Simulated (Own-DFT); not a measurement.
Simulation results for InAs (zincblende, strongly disordered by large displacements)

A calculation, not a measurement: plane-wave PBE density functional theory by an unreviewed code, no spin, of a simulated periodic cell, stress positive in tension, free energy of the whole cell less one offset for each atom, forces on such cells passed a denser k mesh, this cell's mesh not checked; broken bonds can close the gap or carry spin, so checks made on this kind of crystal may not hold here; offsets are fitted by least squares, one for each functional and potential file, so energies compare only between cells with the same atoms and settings and are not formation energies; the far tail of each file's local potential was reset to the Coulomb form; each entry is a single point on an unrelaxed cell, so the pressure reflects the starting lattice, mostly measured values (interpolated for alloys), from which strain is counted, and rises with the displacements; printed positions are rounded, which can move forces by about a meV/angstrom; the program, named Own-DFT, is a retired in-house code; no spin-orbit coupling. Program: Own-DFT development build.

## InAs (zincblende, strongly disordered by large displacements)

```cif
# cell vector a (Å): 12.1166 0.0000 0.0000
# cell vector b (Å): 0.0000 12.1166 0.0000
# cell vector c (Å): 0.0000 0.0000 12.1166
data_InAs
_symmetry_space_group_name_H-M 'P 1'
_symmetry_Int_Tables_number 1
_cell_length_a 12.1166
_cell_length_b 12.1166
_cell_length_c 12.1166
_cell_angle_alpha 90.000
_cell_angle_beta 90.000
_cell_angle_gamma 90.000
_cell_volume 1778.86
loop_
_atom_site_label
_atom_site_type_symbol
_atom_site_fract_x
_atom_site_fract_y
_atom_site_fract_z
_atom_site_occupancy
In1 In 0.02407 0.00924 0.99888 1
In2 In 0.00772 0.24383 0.24737 1
In3 In 0.21769 0.00371 0.25374 1
In4 In 0.20268 0.26776 0.01361 1
As1 As 0.12369 0.11419 0.15863 1
As2 As 0.13525 0.36919 0.37264 1
As3 As 0.36755 0.12465 0.40565 1
As4 As 0.35433 0.35054 0.10598 1
In5 In 0.99244 0.01661 0.51476 1
In6 In 0.00600 0.25298 0.73453 1
In7 In 0.24208 0.01515 0.72506 1
In8 In 0.24985 0.28045 0.48226 1
As5 As 0.13104 0.12651 0.60606 1
As6 As 0.11707 0.36580 0.88858 1
As7 As 0.38599 0.10803 0.88041 1
As8 As 0.38015 0.37328 0.61809 1
In9 In 0.98022 0.49270 0.00864 1
In10 In 0.02174 0.75802 0.22114 1
In11 In 0.24536 0.47632 0.26435 1
In12 In 0.23908 0.74606 0.98231 1
As9 As 0.11740 0.64708 0.12846 1
As10 As 0.10549 0.87751 0.36249 1
As11 As 0.37044 0.61523 0.39958 1
As12 As 0.39331 0.86623 0.10928 1
In13 In 0.00743 0.50564 0.52389 1
In14 In 0.98437 0.71998 0.75284 1
In15 In 0.23665 0.50669 0.75180 1
In16 In 0.25819 0.72759 0.50917 1
As13 As 0.11025 0.62885 0.60047 1
As14 As 0.13198 0.86598 0.85643 1
As15 As 0.35733 0.60699 0.87159 1
As16 As 0.36068 0.88800 0.62031 1
In17 In 0.46812 0.00466 0.03848 1
In18 In 0.47948 0.25283 0.21321 1
In19 In 0.74538 0.03567 0.26756 1
In20 In 0.76442 0.24372 0.99808 1
As17 As 0.61927 0.13761 0.10847 1
As18 As 0.62330 0.38598 0.37992 1
As19 As 0.89335 0.10235 0.37483 1
As20 As 0.89640 0.37023 0.14068 1
In21 In 0.46871 0.98816 0.49485 1
In22 In 0.49690 0.25669 0.73766 1
In23 In 0.73150 0.02500 0.74401 1
In24 In 0.75176 0.22523 0.50617 1
As21 As 0.63184 0.12325 0.62107 1
As22 As 0.62706 0.42270 0.90335 1
As23 As 0.86928 0.11139 0.88907 1
As24 As 0.88096 0.35644 0.62027 1
In25 In 0.50924 0.50509 0.99186 1
In26 In 0.49643 0.76487 0.23692 1
In27 In 0.77700 0.50428 0.25882 1
In28 In 0.77661 0.76893 0.99946 1
As25 As 0.60894 0.62184 0.10803 1
As26 As 0.61302 0.86476 0.36153 1
As27 As 0.88590 0.63044 0.36328 1
As28 As 0.88422 0.87048 0.15849 1
In29 In 0.51182 0.49431 0.48189 1
In30 In 0.50544 0.78725 0.77097 1
In31 In 0.76003 0.49469 0.72459 1
In32 In 0.76569 0.75661 0.50876 1
As29 As 0.60519 0.61242 0.61176 1
As30 As 0.65782 0.89709 0.89552 1
As31 As 0.85473 0.63254 0.87180 1
As32 As 0.84283 0.89405 0.60250 1
```

Here we set functional PBE, potential files PseudoDojo norm-conserving, scalar-relativistic, standard set, wave cutoff 42 hartree, occupations Fermi-Dirac, smearing width 0.1 eV, hardware one NVIDIA H200 and k mesh 3 x 3 x 3 centred on Gamma.

Results for InAs (zincblende, strongly disordered by large displacements): free energy of cell above offsets 3.272 eV; pressure 10.11 GPa; stress xx -10.24 GPa; stress yy -10.76 GPa; stress zz -9.32 GPa; stress yz 0.6 GPa; stress xz -1.52 GPa; stress xy 1.95 GPa; wall time 1125 s.

Force:
```tsv
element	x (eV/Å)	y (eV/Å)	z (eV/Å)
In	-0.682	-1.53	0.095
In	-0.756	0.435	2.454
In	7.002	-4.889	4.712
In	2.225	-5.11	2.704
As	-3.006	4.612	-7.059
As	-6.648	0.916	-0.491
As	-1.211	1.822	-3.668
As	0.075	3.854	-0.224
In	0.887	-3.181	0.863
In	0.777	-1.718	2.157
In	0.799	-0.575	3.012
In	3.203	-3.241	3.632
As	-0.135	2.692	-0.145
As	-3.105	3.643	-4.901
As	-1.336	1.507	-1.419
As	-1.092	1.528	0.169
In	1.23	2.198	-1.477
In	-3.103	2.348	5.518
In	2.684	3.393	-2.966
In	1.039	-0.303	0.93
As	5.121	-7.427	-4.667
As	0.666	-0.605	3.103
As	0.825	-0.653	-3.672
As	-6.951	-5.551	2.141
In	-4.45	-4.927	-4.676
In	1.389	2.465	-1.296
In	-0.697	-1.516	-1.592
In	-0.608	3.361	-0.063
As	2.974	3.565	4.955
As	-1.236	1.304	-0.765
As	1.941	1.978	0.875
As	-0.252	-3.121	1.699
In	4.603	6.135	-4.019
In	1.892	-1.222	3.721
In	-2.605	-2.257	-1.865
In	-0.853	2.386	0.38
As	0.658	-0.673	1
As	3.024	-3.828	-3.397
As	-0.44	3.639	-0.865
As	-2.477	-0.602	-0.259
In	4.041	-0.8	-0.938
In	0.943	-0.685	1.938
In	2.462	-2.693	2.657
In	1.028	1.815	-2.536
As	-4.621	0.932	-1.384
As	8.574	-7.566	-7.223
As	1.568	0.017	-1.679
As	-0.705	1.212	-1.078
In	-9.6	3.369	4.209
In	0.44	-3.218	0.966
In	-2.704	-0.981	-0.856
In	-0.514	-0.036	1.993
As	2.6	2.25	2.743
As	1.633	1.929	2.076
As	1.616	1.381	1.943
As	-3.168	3.232	-2.365
In	-2.511	0.749	1.935
In	-0.084	-0.998	-0.268
In	-1.634	0.676	0.685
In	-3.155	-4.436	-3.304
As	2.002	2.433	2.115
As	-2.309	0.611	-0.542
As	-0.144	-2.929	0.487
As	2.87	2.884	3.793
```
